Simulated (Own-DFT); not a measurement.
## Calculated data, GaN (wurtzite, strained, atoms displaced), SiC (4H silicon carbide, strained, atoms displaced), SiC (4H silicon carbide, atoms displaced)

A calculation, not a measurement: plane-wave PBE density functional theory by an unreviewed code, no spin, of a simulated periodic cell, stress positive in tension, free energy of the whole cell less one offset for each atom, forces on such cells passed a denser k mesh, this cell's mesh not checked; offsets are fitted by least squares, one for each functional and potential file, so energies compare only between cells with the same atoms and settings and are not formation energies; the far tail of each file's local potential was reset to the Coulomb form; each entry is a single point on an unrelaxed cell, so the pressure reflects the starting lattice, mostly measured values (interpolated for alloys), from which strain is counted, and rises with the displacements; printed positions are rounded, which can move forces by about a meV/angstrom; the program, named Own-DFT, is a retired in-house code; no spin-orbit coupling. Program: Own-DFT development build.

Settings shared by all entries: functional PBE.

```json
{"entry": 1, "formula": "GaN", "kind": "wurtzite, strained, atoms displaced", "structure": {"cell_angstrom": [[12.756, 0.0, 0.0], [-4.7835, 8.2853, 0.0], [0.0, 0.0, 10.6552]], "atoms_fractional": [["Ga", 0.0797, 0.21951, 0.00014], ["Ga", 0.16558, 0.11618, 0.25069], ["N", 0.0804, 0.21465, 0.19241], ["N", 0.16387, 0.10575, 0.44141], ["Ga", 0.07713, 0.22612, 0.49729], ["Ga", 0.16379, 0.10713, 0.76284], ["N", 0.08144, 0.22912, 0.68959], ["N", 0.15584, 0.10172, 0.93657], ["Ga", 0.08021, 0.55296, 0.00018], ["Ga", 0.16589, 0.44376, 0.25331], ["N", 0.08095, 0.55608, 0.19251], ["N", 0.16819, 0.44254, 0.43633], ["Ga", 0.07527, 0.55713, 0.49835], ["Ga", 0.16126, 0.43157, 0.74888], ["N", 0.08404, 0.54763, 0.68886], ["N", 0.16043, 0.43848, 0.9341], ["Ga", 0.08553, 0.89122, 0.9929], ["Ga", 0.16574, 0.77765, 0.24754], ["N", 0.08232, 0.87825, 0.18886], ["N", 0.17197, 0.77642, 0.44096], ["Ga", 0.08198, 0.8825, 0.49669], ["Ga", 0.16424, 0.76475, 0.75075], ["N", 0.08184, 0.88144, 0.68521], ["N", 0.16509, 0.78044, 0.93815], ["Ga", 0.33355, 0.21742, 0.99755], ["Ga", 0.42953, 0.11301, 0.2534], ["N", 0.32473, 0.21685, 0.18888], ["N", 0.4154, 0.10705, 0.4338], ["Ga", 0.33188, 0.22309, 0.50318], ["Ga", 0.42735, 0.1097, 0.7541], ["N", 0.33302, 0.22965, 0.68626], ["N", 0.41811, 0.11096, 0.93872], ["Ga", 0.33454, 0.55975, 0.99364], ["Ga", 0.41059, 0.43873, 0.2473], ["N", 0.33292, 0.5565, 0.18607], ["N", 0.42588, 0.45015, 0.44039], ["Ga", 0.33141, 0.55863, 0.50933], ["Ga", 0.42076, 0.45249, 0.74958], ["N", 0.32757, 0.55215, 0.68271], ["N", 0.41407, 0.45162, 0.94549], ["Ga", 0.33792, 0.89298, 0.99975], ["Ga", 0.41241, 0.78176, 0.25479], ["N", 0.33273, 0.88045, 0.19137], ["N", 0.41451, 0.76578, 0.43597], ["Ga", 0.33334, 0.88667, 0.50471], ["Ga", 0.4157, 0.77226, 0.75084], ["N", 0.32866, 0.88405, 0.69033], ["N", 0.41382, 0.77883, 0.94452], ["Ga", 0.58319, 0.21805, 0.99862], ["Ga", 0.67022, 0.10671, 0.25411], ["N", 0.5821, 0.22918, 0.1907], ["N", 0.66925, 0.10399, 0.43129], ["Ga", 0.57731, 0.21265, 0.50873], ["Ga", 0.6634, 0.09654, 0.75483], ["N", 0.58541, 0.22453, 0.68594], ["N", 0.67467, 0.11857, 0.94133], ["Ga", 0.58391, 0.56108, 0.9995], ["Ga", 0.66686, 0.44263, 0.25833], ["N", 0.57746, 0.55229, 0.18486], ["N", 0.66781, 0.44508, 0.441], ["Ga", 0.58635, 0.56467, 0.50499], ["Ga", 0.65985, 0.43833, 0.74535], ["N", 0.58582, 0.55701, 0.68284], ["N", 0.66146, 0.43701, 0.93324], ["Ga", 0.58299, 0.88983, 0.99468], ["Ga", 0.66509, 0.78439, 0.24488], ["N", 0.58171, 0.88906, 0.18222], ["N", 0.65588, 0.76939, 0.43204], ["Ga", 0.58876, 0.89464, 0.50038], ["Ga", 0.66028, 0.77539, 0.74824], ["N", 0.57803, 0.88466, 0.68875], ["N", 0.67823, 0.78379, 0.93855], ["Ga", 0.8375, 0.22751, 0.00198], ["Ga", 0.92622, 0.1182, 0.2463], ["N", 0.83586, 0.2213, 0.18209], ["N", 0.91467, 0.12111, 0.43849], ["Ga", 0.83172, 0.20888, 0.50287], ["Ga", 0.91243, 0.10723, 0.74992], ["N", 0.83655, 0.22179, 0.69384], ["N", 0.91584, 0.11063, 0.93555], ["Ga", 0.83686, 0.56967, 0.00356], ["Ga", 0.90786, 0.443, 0.25997], ["N", 0.83337, 0.55563, 0.18654], ["N", 0.91995, 0.45225, 0.44635], ["Ga", 0.82534, 0.55232, 0.4934], ["Ga", 0.91427, 0.43582, 0.75614], ["N", 0.83168, 0.56101, 0.69464], ["N", 0.91359, 0.44329, 0.9429], ["Ga", 0.83906, 0.89013, 0.99627], ["Ga", 0.91089, 0.76819, 0.25452], ["N", 0.82605, 0.8981, 0.18051], ["N", 0.91955, 0.78399, 0.43555], ["Ga", 0.83191, 0.88354, 0.49695], ["Ga", 0.92144, 0.7953, 0.75169], ["N", 0.84941, 0.89876, 0.68306], ["N", 0.9131, 0.77357, 0.93577]]}, "settings": {"potential_files": "PseudoDojo norm-conserving, scalar-relativistic, standard set with the stringent files for Ga", "wave_cutoff [hartree]": 96.0, "occupations": "Gaussian", "smearing_width [eV]": 0.01, "k_mesh": "3 x 4 x 3 centred on Gamma"}, "results": {"free_energy_of_cell_above_offsets [eV]": "-4.338", "pressure [GPa]": 2.17, "stress_xx [GPa]": -4.78, "stress_yy [GPa]": -5.05, "stress_zz [GPa]": 3.31, "stress_yz [GPa]": 0.24, "stress_xz [GPa]": -0.02, "stress_xy [GPa]": -0.17, "force_element": ["Ga", "Ga", "N", "N", "Ga", "Ga", "N", "N", "Ga", "Ga", "N", "N", "Ga", "Ga", "N", "N", "Ga", "Ga", "N", "N", "Ga", "Ga", "N", "N", "Ga", "Ga", "N", "N", "Ga", "Ga", "N", "N", "Ga", "Ga", "N", "N", "Ga", "Ga", "N", "N", "Ga", "Ga", "N", "N", "Ga", "Ga", "N", "N", "Ga", "Ga", "N", "N", "Ga", "Ga", "N", "N", "Ga", "Ga", "N", "N", "Ga", "Ga", "N", "N", "Ga", "Ga", "N", "N", "Ga", "Ga", "N", "N", "Ga", "Ga", "N", "N", "Ga", "Ga", "N", "N", "Ga", "Ga", "N", "N", "Ga", "Ga", "N", "N", "Ga", "Ga", "N", "N", "Ga", "Ga", "N", "N"], "force_x [eV/angstrom]": [-0.051, 0.867, 0.752, -0.455, 1.697, 0.171, 0.617, 1.074, 0.137, 0.121, -0.086, -0.753, 2.825, -0.086, -0.917, 0.647, -0.498, 0.659, -1.659, -1.005, 0.593, -0.913, 0.499, 1.191, -0.99, -2.947, 1.731, 0.294, -0.098, -2.555, 0.811, 0.086, -1.572, 0.311, -0.479, -1.452, 0.726, -0.605, 0.761, 1.36, -1.418, 1.927, -1.11, -0.107, 0.365, -1.518, 1.269, 1.027, 0.206, -0.311, 2.219, -0.863, 0.304, 0.317, 0.837, -1.047, 0.656, -1.145, 0.949, -1.143, -0.057, 1.594, -0.666, -0.097, 0.869, -0.079, -0.806, 1.614, -1.059, 2.121, 0.545, -2.244, 0.273, -2.643, -0.487, 1.852, -1.885, 1.106, -1.55, 0.034, -0.209, 1.774, -0.833, -2.052, 1.675, -0.766, 0.333, -0.062, -0.386, 0.056, 1.981, -0.561, -0.472, 1.581, -3.458, 0.74], "force_y [eV/angstrom]": [0.38, -2.042, 1.762, 0.68, -0.398, 0.299, -2.871, 1.663, 0.348, 0.602, -0.884, 0.466, 0.434, 1.977, 0.044, 0.565, -1.552, -0.28, 1.337, -0.02, 0.793, 0.622, 0.776, -0.517, 0.783, -1.162, -0.008, 0.132, 0.327, -0.332, -0.789, -0.057, -0.775, 0.722, -0.059, -0.978, -1.226, -0.992, 0.494, -1.123, -0.724, -1.603, 1.953, 2.121, -0.178, -0.302, 0.673, 0.322, 1.246, 0.313, -0.379, 1.101, 0.638, 2.286, -1.436, -1.347, -0.772, 0.789, 0.47, -1.113, -1.488, 1.611, 0.458, 0.783, 0.163, -1.352, 0.34, 1.864, -1.72, 0.168, 0.079, -0.632, -0.332, -1.337, 0.535, -2.228, 2.383, 0.942, -1.163, 0.055, -2.691, -0.202, -0.389, -2.046, 1.098, 1.82, -0.478, 0.739, 0.748, 1.85, -0.65, -1.169, 0.828, -2.967, -0.439, 1.625], "force_z [eV/angstrom]": [0.336, 0.922, -1.588, -0.486, 1.009, -3.337, -0.832, 0.981, 0.68, -0.447, -0.394, 0.347, 1.06, 0.678, -0.295, 0.514, 1.868, 0.799, -0.64, -0.605, 0.754, 0.097, 0.501, -0.228, 0.925, -0.131, -0.808, 1.215, -0.517, -0.548, 1.353, -0.353, 1.864, 0.647, -0.153, -0.26, -2.224, 0.147, 2.186, -1.845, 1.019, -0.315, -1.12, 0.884, -0.442, 0.24, 0.127, -1.915, 0.868, -1.865, -0.9, 1.609, -1.829, 0.227, 0.407, -0.888, 0.437, -1.082, 0.408, -0.183, -1.166, 1.162, 0.998, 0.402, 1.1, -0.053, 0.255, 0.402, -0.471, 0.662, -0.513, -1.295, 0.094, 0.798, 1.514, -1.33, 1.053, 0.451, -1.065, 0.052, -0.604, -0.954, 0.506, -1.244, 2.493, -0.287, -0.882, -0.453, 0.939, -1.082, 0.809, -0.151, -0.043, 0.053, -0.853, -0.18]}}
{"entry": 2, "formula": "SiC", "kind": "4H silicon carbide, strained, atoms displaced", "structure": {"cell_angstrom": [[9.2843, 0.1339, -0.0993], [-4.5262, 8.0937, -0.1044], [-0.1081, -0.1936, 9.9633]], "atoms_fractional": [["Si", 0.99399, 0.9998, 0.40064], ["Si", 0.10886, 0.22278, 0.15632], ["C", 0.00626, 0.00144, 0.08936], ["C", 0.11234, 0.21983, 0.34342], ["Si", 0.99273, 0.32701, 0.40772], ["Si", 0.11748, 0.56485, 0.14994], ["C", 0.00246, 0.33957, 0.09256], ["C", 0.10832, 0.55847, 0.35378], ["Si", 1e-05, 0.66522, 0.40579], ["Si", 0.11116, 0.8943, 0.16468], ["C", 0.00308, 0.6623, 0.09788], ["C", 0.1127, 0.8915, 0.34001], ["Si", 0.33642, 0.00515, 0.40994], ["Si", 0.44911, 0.22193, 0.15596], ["C", 0.34654, 0.01005, 0.09468], ["C", 0.44161, 0.22333, 0.33848], ["Si", 0.32967, 0.32725, 0.40819], ["Si", 0.45113, 0.55409, 0.15112], ["C", 0.32834, 0.32825, 0.08686], ["C", 0.4507, 0.56765, 0.35201], ["Si", 0.33193, 0.65923, 0.40943], ["Si", 0.44659, 0.89316, 0.15462], ["C", 0.32909, 0.66749, 0.09048], ["C", 0.44209, 0.8851, 0.34154], ["Si", 0.6684, 0.9932, 0.40303], ["Si", 0.77784, 0.21499, 0.16231], ["C", 0.66503, 0.00292, 0.10105], ["C", 0.78404, 0.22015, 0.34116], ["Si", 0.67112, 0.34508, 0.40466], ["Si", 0.77408, 0.55477, 0.14748], ["C", 0.66791, 0.33312, 0.09528], ["C", 0.78405, 0.55827, 0.33959], ["Si", 0.66763, 0.66397, 0.40895], ["Si", 0.77377, 0.88913, 0.1474], ["C", 0.66495, 0.66628, 0.09504], ["C", 0.76475, 0.88242, 0.33973], ["Si", 0.99295, 0.99905, 0.90415], ["Si", 0.89305, 0.77574, 0.65492], ["C", 0.0002, 0.99926, 0.59761], ["C", 0.89404, 0.79033, 0.84082], ["Si", 0.99514, 0.66278, 0.90887], ["Si", 0.88908, 0.45197, 0.65785], ["C", 0.99924, 0.67177, 0.59156], ["C", 0.89169, 0.43936, 0.82779], ["Si", 0.99283, 0.33234, 0.90509], ["Si", 0.87927, 0.10876, 0.6683], ["C", 4e-05, 0.34176, 0.59528], ["C", 0.89182, 0.10879, 0.84143], ["Si", 0.6559, 0.99327, 0.89576], ["Si", 0.54867, 0.77945, 0.66063], ["C", 0.67293, 0.99455, 0.58372], ["C", 0.55133, 0.78554, 0.84513], ["Si", 0.66596, 0.67506, 0.90984], ["Si", 0.544, 0.44624, 0.65516], ["C", 0.66619, 0.67016, 0.59612], ["C", 0.55051, 0.43146, 0.8391], ["Si", 0.67472, 0.33528, 0.90375], ["Si", 0.5585, 0.11565, 0.65386], ["C", 0.66672, 0.34043, 0.59644], ["C", 0.54894, 0.10983, 0.84262], ["Si", 0.33002, 0.00367, 0.90596], ["Si", 0.22284, 0.77303, 0.65246], ["C", 0.33899, 0.00461, 0.59629], ["C", 0.22074, 0.77021, 0.8421], ["Si", 0.33474, 0.66427, 0.89948], ["Si", 0.21775, 0.43891, 0.65741], ["C", 0.34748, 0.66876, 0.59478], ["C", 0.22508, 0.45215, 0.84593], ["Si", 0.33471, 0.33546, 0.90525], ["Si", 0.21708, 0.10437, 0.64345], ["C", 0.33973, 0.34282, 0.59728], ["C", 0.22837, 0.11731, 0.84319]]}, "settings": {"potential_files": "PseudoDojo norm-conserving, scalar-relativistic, standard set", "wave_cutoff [hartree]": 42.0, "occupations": "Fermi-Dirac", "smearing_width [eV]": 0.1, "hardware": "one NVIDIA H100", "k_mesh": "4 x 4 x 3 centred on Gamma"}, "results": {"free_energy_of_cell_above_offsets [eV]": "-4.962", "pressure [GPa]": 3.06, "stress_xx [GPa]": -2.12, "stress_yy [GPa]": 4.89, "stress_zz [GPa]": -11.96, "stress_yz [GPa]": -6.86, "stress_xz [GPa]": -4.34, "stress_xy [GPa]": 5.87, "force_element": ["Si", "Si", "C", "C", "Si", "Si", "C", "C", "Si", "Si", "C", "C", "Si", "Si", "C", "C", "Si", "Si", "C", "C", "Si", "Si", "C", "C", "Si", "Si", "C", "C", "Si", "Si", "C", "C", "Si", "Si", "C", "C", "Si", "Si", "C", "C", "Si", "Si", "C", "C", "Si", "Si", "C", "C", "Si", "Si", "C", "C", "Si", "Si", "C", "C", "Si", "Si", "C", "C", "Si", "Si", "C", "C", "Si", "Si", "C", "C", "Si", "Si", "C", "C"], "force_x [eV/angstrom]": [-0.003, 0.677, -1.805, -0.839, 1.174, 0.982, -0.495, 1.786, -0.536, 1.526, -2.614, -0.297, 0.626, -0.872, -1.62, 1.024, 0.058, -2.359, 0.662, 1.092, -1.14, 0.02, 1.736, -0.193, -2.143, -0.117, 0.274, -1.779, 0.41, 1.71, 0.384, -1.04, -0.258, 0.979, 0.075, 3.08, 2.967, -2.042, -1.136, -0.247, 0.92, -0.107, 1.34, -1.564, 2.016, 1.692, 0.175, -2.514, 0.414, 2.891, -1.854, 0.929, 0.911, 3.208, 0.409, -0.427, -0.884, 0.453, 0.0, 0.968, 0.66, 0.056, -0.08, -1.293, -1.097, -0.062, -3.348, -0.087, 0.029, 0.414, -2.069, -1.806], "force_y [eV/angstrom]": [-0.528, 0.466, -0.246, 0.063, 1.594, -1.807, -0.92, -1.373, 1.272, -0.421, 1.594, -0.364, -0.698, 0.938, -1.629, 0.178, 1.981, -0.272, 0.732, -3.169, 1.945, -1.012, 0.518, 0.304, 1.046, 2.124, -0.849, -0.556, -1.563, -0.136, -0.061, -0.104, 0.858, 0.322, 0.485, -0.317, 1.337, 1.199, -0.166, -2.937, 0.976, -0.091, -0.893, 0.741, 0.29, 0.673, -1.567, 0.431, 3.044, 0.946, 0.614, -2.324, -1.324, 1.304, -0.359, 2.541, -0.848, 0.142, -0.346, 0.31, -0.825, 0.754, -1.159, 1.139, 0.927, 1.365, -1.506, -2.22, -0.424, 1.815, -3.038, -0.916], "force_z [eV/angstrom]": [0.869, -0.94, 0.826, 0.443, 0.003, 2.26, 0.271, -1.715, -0.403, -3.246, -1.215, 2.99, -1.496, -1.099, -0.376, 1.808, -0.459, 1.458, 2.04, -2.24, -0.586, 0.436, -0.177, 1.085, -0.772, -1.912, -2.7, 1.948, 0.029, 1.555, -0.562, 0.179, -0.284, 1.648, -1.007, -0.539, 0.071, -0.032, -1.453, 1.142, -1.007, -4.026, 0.194, 5.569, 0.014, -4.598, 0.135, 2.786, 2.616, -1.444, 3.01, 0.028, -2.009, 0.35, 0.603, 1.512, -0.229, -0.365, -0.969, -0.149, -0.236, 0.412, -0.846, 0.176, 1.563, 0.053, 0.094, -0.561, -0.963, 2.93, -1.631, -0.863], "wall_time [s]": 351.2}}
{"entry": 3, "formula": "SiC", "kind": "4H silicon carbide, atoms displaced", "structure": {"cell_angstrom": [[12.3308, 0.0, 0.0], [-6.1654, 10.6788, 0.0], [0.0, 0.0, 10.0681]], "atoms_fractional": [["Si", 0.00166, 0.00081, 0.40499], ["Si", 0.08467, 0.16227, 0.15973], ["C", 0.00234, 0.00086, 0.09583], ["C", 0.08786, 0.17041, 0.35112], ["Si", 0.99952, 0.24976, 0.40937], ["Si", 0.0817, 0.41353, 0.15727], ["C", 0.99702, 0.24773, 0.09622], ["C", 0.09115, 0.42077, 0.34431], ["Si", 0.99999, 0.49697, 0.40262], ["Si", 0.08046, 0.66261, 0.15554], ["C", 0.00167, 0.50268, 0.09337], ["C", 0.08627, 0.66402, 0.34165], ["Si", 0.99523, 0.74484, 0.40774], ["Si", 0.07793, 0.91531, 0.15642], ["C", 0.99465, 0.74807, 0.09342], ["C", 0.08678, 0.91687, 0.34703], ["Si", 0.24964, 0.00279, 0.4092], ["Si", 0.33645, 0.17008, 0.16056], ["C", 0.24909, 0.99756, 0.0879], ["C", 0.32874, 0.16675, 0.34456], ["Si", 0.25178, 0.25139, 0.40957], ["Si", 0.33285, 0.41949, 0.15352], ["C", 0.24834, 0.24762, 0.08976], ["C", 0.33445, 0.41788, 0.34304], ["Si", 0.24801, 0.50383, 0.40952], ["Si", 0.33475, 0.67243, 0.15767], ["C", 0.24754, 0.50204, 0.09141], ["C", 0.33231, 0.66772, 0.34549], ["Si", 0.24695, 0.74769, 0.40437], ["Si", 0.33543, 0.91843, 0.1561], ["C", 0.25244, 0.75106, 0.09486], ["C", 0.33509, 0.91778, 0.34117], ["Si", 0.50053, 0.00037, 0.40793], ["Si", 0.58222, 0.1662, 0.15379], ["C", 0.50047, 0.0005, 0.09082], ["C", 0.58611, 0.16867, 0.34588], ["Si", 0.49986, 0.25439, 0.40127], ["Si", 0.57832, 0.41379, 0.15773], ["C", 0.49801, 0.24784, 0.09355], ["C", 0.58477, 0.42067, 0.34454], ["Si", 0.49869, 0.49876, 0.40414], ["Si", 0.58276, 0.66242, 0.16282], ["C", 0.50274, 0.50041, 0.09619], ["C", 0.5828, 0.66379, 0.34295], ["Si", 0.4977, 0.74792, 0.40651], ["Si", 0.58435, 0.91955, 0.15427], ["C", 0.49994, 0.74844, 0.08849], ["C", 0.58307, 0.92109, 0.34605], ["Si", 0.74864, 0.99841, 0.40207], ["Si", 0.83735, 0.1736, 0.15286], ["C", 0.74437, 0.99545, 0.09891], ["C", 0.83092, 0.1633, 0.34731], ["Si", 0.75039, 0.25309, 0.40587], ["Si", 0.83563, 0.41917, 0.15436], ["C", 0.75236, 0.25103, 0.09796], ["C", 0.82902, 0.41601, 0.33956], ["Si", 0.75195, 0.49951, 0.40437], ["Si", 0.83395, 0.66721, 0.15372], ["C", 0.74667, 0.49714, 0.09438], ["C", 0.83608, 0.67021, 0.34079], ["Si", 0.75241, 0.75106, 0.40197], ["Si", 0.8334, 0.91781, 0.15743], ["C", 0.74973, 0.7515, 0.09067], ["C", 0.83543, 0.91752, 0.33798], ["Si", 0.00021, 0.0014, 0.90905], ["Si", 0.91522, 0.83283, 0.65462], ["C", 0.00258, 0.001, 0.59391], ["C", 0.91574, 0.83324, 0.84191], ["Si", 0.99683, 0.74306, 0.90589], ["Si", 0.91597, 0.58271, 0.65378], ["C", 0.99855, 0.75385, 0.58988], ["C", 0.91245, 0.58325, 0.84356], ["Si", 0.00061, 0.5015, 0.90656], ["Si", 0.91741, 0.33434, 0.6509], ["C", 0.99925, 0.50011, 0.58995], ["C", 0.917, 0.32966, 0.84454], ["Si", 0.99863, 0.24861, 0.9005], ["Si", 0.91694, 0.08345, 0.65195], ["C", 0.99778, 0.24835, 0.59739], ["C", 0.92424, 0.08219, 0.84215], ["Si", 0.7558, 0.99831, 0.90808], ["Si", 0.67167, 0.83388, 0.6584], ["C", 0.75349, 0.00457, 0.59649], ["C", 0.6678, 0.83866, 0.84068], ["Si", 0.75021, 0.75361, 0.91059], ["Si", 0.66534, 0.58856, 0.65393], ["C", 0.75219, 0.75437, 0.59383], ["C", 0.66614, 0.5832, 0.8449], ["Si", 0.74941, 0.50094, 0.90796], ["Si", 0.66445, 0.33324, 0.65847], ["C", 0.74617, 0.49883, 0.5935], ["C", 0.66618, 0.33261, 0.84086], ["Si", 0.74971, 0.2501, 0.90951], ["Si", 0.66652, 0.08163, 0.65796], ["C", 0.74578, 0.24864, 0.59313], ["C", 0.67106, 0.08621, 0.84576], ["Si", 0.49729, 0.0001, 0.90226], ["Si", 0.41522, 0.8308, 0.65662], ["C", 0.4986, 0.99599, 0.5985], ["C", 0.41972, 0.8346, 0.84647], ["Si", 0.49663, 0.74579, 0.90291], ["Si", 0.41424, 0.5871, 0.6575], ["C", 0.49992, 0.74929, 0.58954], ["C", 0.41398, 0.57817, 0.84244], ["Si", 0.50228, 0.50149, 0.90851], ["Si", 0.41624, 0.33349, 0.66023], ["C", 0.50165, 0.49914, 0.59872], ["C", 0.41508, 0.33606, 0.84], ["Si", 0.49792, 0.24243, 0.90414], ["Si", 0.41046, 0.07715, 0.65186], ["C", 0.50192, 0.25317, 0.59832], ["C", 0.41136, 0.08319, 0.84635], ["Si", 0.24871, 0.00176, 0.90963], ["Si", 0.16335, 0.83113, 0.65553], ["C", 0.24942, 0.99948, 0.59647], ["C", 0.16877, 0.82811, 0.84379], ["Si", 0.24975, 0.75448, 0.90843], ["Si", 0.16606, 0.58328, 0.6554], ["C", 0.25486, 0.75403, 0.59046], ["C", 0.16578, 0.57927, 0.83876], ["Si", 0.25094, 0.498, 0.90424], ["Si", 0.17274, 0.33599, 0.65087], ["C", 0.25214, 0.50187, 0.5915], ["C", 0.16804, 0.33197, 0.84135], ["Si", 0.2509, 0.24998, 0.90489], ["Si", 0.16486, 0.08192, 0.65423], ["C", 0.24815, 0.24528, 0.59471], ["C", 0.16273, 0.08297, 0.84559]]}, "settings": {"potential_files": "PseudoDojo norm-conserving, scalar-relativistic, standard set", "wave_cutoff [hartree]": 42.0, "occupations": "Fermi-Dirac", "smearing_width [eV]": 0.1, "hardware": "one NVIDIA H200", "k_mesh": "3 x 3 x 3 centred on Gamma"}, "results": {"free_energy_of_cell_above_offsets [eV]": "-18.947", "pressure [GPa]": 3.71, "stress_xx [GPa]": -3.77, "stress_yy [GPa]": -2.73, "stress_zz [GPa]": -4.61, "stress_yz [GPa]": -0.11, "stress_xz [GPa]": -0.3, "stress_xy [GPa]": -0.27, "force_element": ["Si", "Si", "C", "C", "Si", "Si", "C", "C", "Si", "Si", "C", "C", "Si", "Si", "C", "C", "Si", "Si", "C", "C", "Si", "Si", "C", "C", "Si", "Si", "C", "C", "Si", "Si", "C", "C", "Si", "Si", "C", "C", "Si", "Si", "C", "C", "Si", "Si", "C", "C", "Si", "Si", "C", "C", "Si", "Si", "C", "C", "Si", "Si", "C", "C", "Si", "Si", "C", "C", "Si", "Si", "C", "C", "Si", "Si", "C", "C", "Si", "Si", "C", "C", "Si", "Si", "C", "C", "Si", "Si", "C", "C", "Si", "Si", "C", "C", "Si", "Si", "C", "C", "Si", "Si", "C", "C", "Si", "Si", "C", "C", "Si", "Si", "C", "C", "Si", "Si", "C", "C", "Si", "Si", "C", "C", "Si", "Si", "C", "C", "Si", "Si", "C", "C", "Si", "Si", "C", "C", "Si", "Si", "C", "C", "Si", "Si", "C", "C"], "force_x [eV/angstrom]": [0.187, -0.716, -1.158, -0.586, 0.014, 0.396, 1.472, -1.929, -0.385, 0.3, 0.048, -1.685, 1.363, 1.985, 1.362, -0.982, 0.926, -0.977, -0.488, 1.189, -0.293, -0.104, 0.303, -0.66, 2.062, 0.746, 0.495, 0.297, 0.706, -0.494, -1.23, -0.58, -0.496, 0.525, -0.145, -1.122, 0.625, 1.131, 0.281, 0.161, -0.06, -0.481, -0.927, -0.093, 0.272, -0.735, 0.155, 0.632, 0.196, -0.374, 1.695, 0.248, 0.247, -0.633, -0.935, 1.599, -0.987, -0.94, 0.097, -0.359, -0.523, -0.095, 0.112, -0.161, 0.964, 0.11, -0.857, 0.45, -0.301, -0.743, 0.713, 1.153, 0.244, -0.789, 0.185, -1.048, 1.084, 0.651, 0.893, -2.062, -1.297, -1.537, -0.139, 0.329, 0.083, 0.984, 0.173, -0.043, -0.602, 0.49, 0.558, 0.028, 0.335, -0.225, 0.625, -0.365, 1.04, 0.566, -0.186, -0.917, 0.528, 1.695, 0.379, 0.138, -0.084, 0.248, -1.527, 1.016, -0.898, 1.183, -0.792, 0.897, -0.464, 0.772, -0.736, -2.4, 2.063, 0.029, -1.363, -0.272, -0.88, -1.087, -0.601, -0.355, -0.245, 0.178, 0.422, 1.12], "force_y [eV/angstrom]": [-0.047, 1.489, -0.419, -0.788, 0.001, 0.665, 0.296, -1.583, 0.359, 1.73, -1.092, -0.16, 1.304, -0.129, 0.106, -0.553, -0.814, -1.366, 0.438, 0.363, 0.54, -0.634, 0.764, 0.012, -0.121, -1.251, -0.025, 0.042, 1.334, -0.055, 0.116, 0.084, 0.387, -0.02, 0.187, -0.247, -0.745, 0.234, 0.399, -0.53, 0.175, 1.271, -0.329, 0.842, 0.801, -1.257, 0.111, -1.503, 0.241, -2.375, 1.829, 1.53, -0.979, -0.374, 0.446, 0.385, 0.594, -0.571, 0.43, -1.142, 0.121, -0.201, -0.232, -0.099, -0.892, 0.865, -0.571, -0.066, 1.929, 0.094, -1.322, -0.876, -0.787, -0.63, 0.16, 1.195, 0.099, -0.158, 1.041, 0.24, 1.052, 0.841, -1.437, -1.654, -0.673, -0.926, -0.69, 0.863, -0.712, 0.001, 0.748, 0.023, 0.154, 0.681, 0.534, -0.759, 0.415, 0.41, 0.543, -0.662, 0.699, -0.911, 0.434, 1.164, -0.531, -0.042, 0.493, -0.705, 2.343, 1.818, -1.351, -1.107, -0.778, 0.172, -0.513, 1.275, -1.772, 0.347, -1.232, 1.094, -0.211, -0.82, -0.103, 0.231, -0.118, -0.011, 1.187, -0.109], "force_z [eV/angstrom]": [0.409, 0.06, -0.209, -1.059, -0.298, -0.478, -0.935, -0.02, 0.006, 0.034, -0.092, 0.453, -1.036, 0.256, -0.168, -0.592, -0.603, -1.414, 2.35, 0.27, -0.302, 0.202, 1.023, 0.312, -0.951, -0.528, 0.333, -0.331, 0.091, -0.358, -0.151, 0.951, 0.208, 0.884, -0.005, -0.564, 1.558, -0.29, -0.074, -0.417, 1.32, -2.059, -0.506, 1.091, -0.626, 0.392, 1.4, -0.606, 1.03, 1.542, -1.219, -0.893, 0.258, -0.142, -0.954, 0.498, 0.468, -0.055, 0.04, 0.274, 0.552, -0.946, 1.62, 1.622, -0.475, 0.548, -0.699, 0.766, -0.129, 0.056, 0.877, -0.303, -0.751, 1.247, 0.063, -0.386, 0.882, 0.971, -0.895, 0.142, -0.019, -0.871, -1.12, 0.933, -1.716, 0.766, -1.084, -0.044, -0.435, -0.721, -0.276, 1.603, -0.708, 0.125, -0.011, 0.211, 0.428, 0.243, -0.709, -0.701, 0.329, -0.548, 1.232, 0.328, -0.571, -1.033, -1.37, 2.032, -0.013, 1.221, -1.312, -1.202, -1.392, 0.044, -0.647, -0.244, -0.225, -0.452, 0.304, 1.191, 0.135, 1.096, 0.432, 0.028, -0.291, 1.232, -0.258, -0.48], "wall_time [s]": 542.8}}
```
